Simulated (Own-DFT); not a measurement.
# Strain and stress in bcc W, 16 atoms (W16)

All numbers below are calculated, not measured. They come from Own-DFT, an in-house plane-wave density functional program, since retired, whose code no person has reviewed. Each row is one single-point run on a periodic cell that was not relaxed, without spin or spin-orbit coupling.

Settings of every run: PBE; PseudoDojo norm-conserving scalar-relativistic files; cutoff 50 hartree; 5 x 5 x 5 k mesh centred on Gamma; cold (Marzari-Vanderbilt) smearing of 0.2 eV.

Known limits: forces on such cells failed a check on a denser k mesh; stress not checked against mesh or cutoff.

Unstrained cell vectors in Å: (6.330, 0.000, 0.000); (0.000, 6.330, 0.000); (0.000, 0.000, 6.330). The unstrained cell has measured lattice constants (interpolated for alloys), not those of this functional. That, the random moves and any unrelaxed bonds set the pressure at no strain. Each run strains this cell uniformly, with the atoms carried along. Every atom was also moved at random, by a Gaussian of width 0.05 Å on each axis. Strain is the symmetric tensor, in per cent. Stress is positive in tension, and the pressure is minus a third of its trace.

```
run,e_xx (%),e_yy (%),e_zz (%),e_yz (%),e_xz (%),e_xy (%),s_xx (GPa),s_yy (GPa),s_zz (GPa),s_yz (GPa),s_xz (GPa),s_xy (GPa),P (GPa),E (meV/atom)
1,1.67,-0.72,-1.80,-0.60,-1.45,-1.21,-4.72,-12.27,-16.69,-2.40,-5.11,-4.57,11.22,49.2
2,0.50,0.57,0.64,-1.80,1.14,-0.66,-2.43,-1.75,-1.58,-5.17,3.21,-1.44,1.92,0.0
3,1.66,-0.43,-0.53,1.80,-0.29,-1.87,-1.81,-8.08,-9.49,5.27,0.22,-5.54,6.46,59.3
4,0.57,-0.78,-1.86,0.55,-0.87,1.97,-11.20,-15.35,-19.23,2.46,-3.35,6.59,15.26,58.4
5,1.74,-0.25,-1.31,-1.57,0.13,0.67,-2.94,-8.80,-12.31,-4.64,0.93,2.34,8.02,46.7
6,-2.00,1.98,-0.47,1.80,0.38,1.37,-16.25,-3.90,-10.95,6.17,0.51,4.34,10.37,66.4
7,-0.96,0.14,1.68,-0.36,1.59,1.41,-8.52,-5.23,-0.64,-1.51,4.88,4.24,4.80,13.1
8,1.34,-1.99,0.51,1.58,-0.46,1.24,-3.81,-14.80,-6.71,4.98,-1.70,3.77,8.44,34.1
9,1.21,-0.97,-1.58,-0.55,1.87,-0.91,-7.86,-15.13,-16.72,-1.59,6.15,-2.61,13.24,54.0
10,-0.65,-1.11,-0.99,-1.23,-1.20,0.40,-16.19,-17.96,-17.80,-4.06,-3.60,1.09,17.32,57.1
11,-1.13,-0.19,0.57,1.66,1.37,0.19,-13.73,-10.42,-7.98,5.02,4.27,-0.04,10.71,48.9
12,1.28,-1.08,-0.17,-0.47,-0.61,-1.43,-3.74,-11.40,-8.07,-1.54,-1.99,-4.40,7.74,24.5
13,-2.00,-1.59,-1.55,-1.57,0.91,-1.66,-28.50,-26.43,-26.24,-5.68,2.62,-5.83,27.06,114.1
14,-1.56,1.87,-1.11,1.88,-1.41,0.44,-15.94,-5.05,-14.24,5.83,-4.45,2.35,11.75,76.9
15,-0.74,-1.56,-1.73,-1.56,-0.89,-1.49,?,?,?,?,?,?,?,?
```

E is the free energy for each atom above the lowest run shown.

## Worked fit

Each stress component was fitted by least squares to a constant and the strains of the runs shown, as fractions, with shears doubled. Shear strains stay in the fit of a normal stress only where such slopes are resolved. The slopes, in GPa:

```
stress  at no strain  per e_xx  per e_yy  per e_zz  scatter
  s_xx          -8.2  574 ± 13  232 ± 16  272 ± 15     0.59
  s_yy          -8.2  253 ± 10  548 ± 12  265 ± 11     0.44
  s_zz          -8.2  239 ± 11  234 ± 13  587 ± 13     0.50
```

Each shear stress against twice its own strain: yz 156 ± 4, xz 161 ± 8, xy 159 ± 6 GPa. These are stiffnesses along x, y and z of the frame in which the cell vectors are given, which need not be the crystal's axes. The atoms are held to the strained lattice; where symmetry lets them move under strain, relaxing them would lower some slopes. The table should be nearly symmetric about its diagonal, and what it lacks of that shows the noise. A ninth of its sum, 356 ± 8 GPa, estimates the bulk modulus near the mean pressure of these runs, 11.0 GPa, so it lies above the value at zero pressure.

## Withheld run

Question: what normal stresses and pressure should run 15 give?

The fit gives s_xx = -20.8, s_yy = -23.2, s_zz = -23.8 and P = 22.6 GPa. The calculation gave -20.85, -23.74, -25.63 and P = 23.41 GPa. This run lies off the fit, by chance or by something that the fit leaves out.
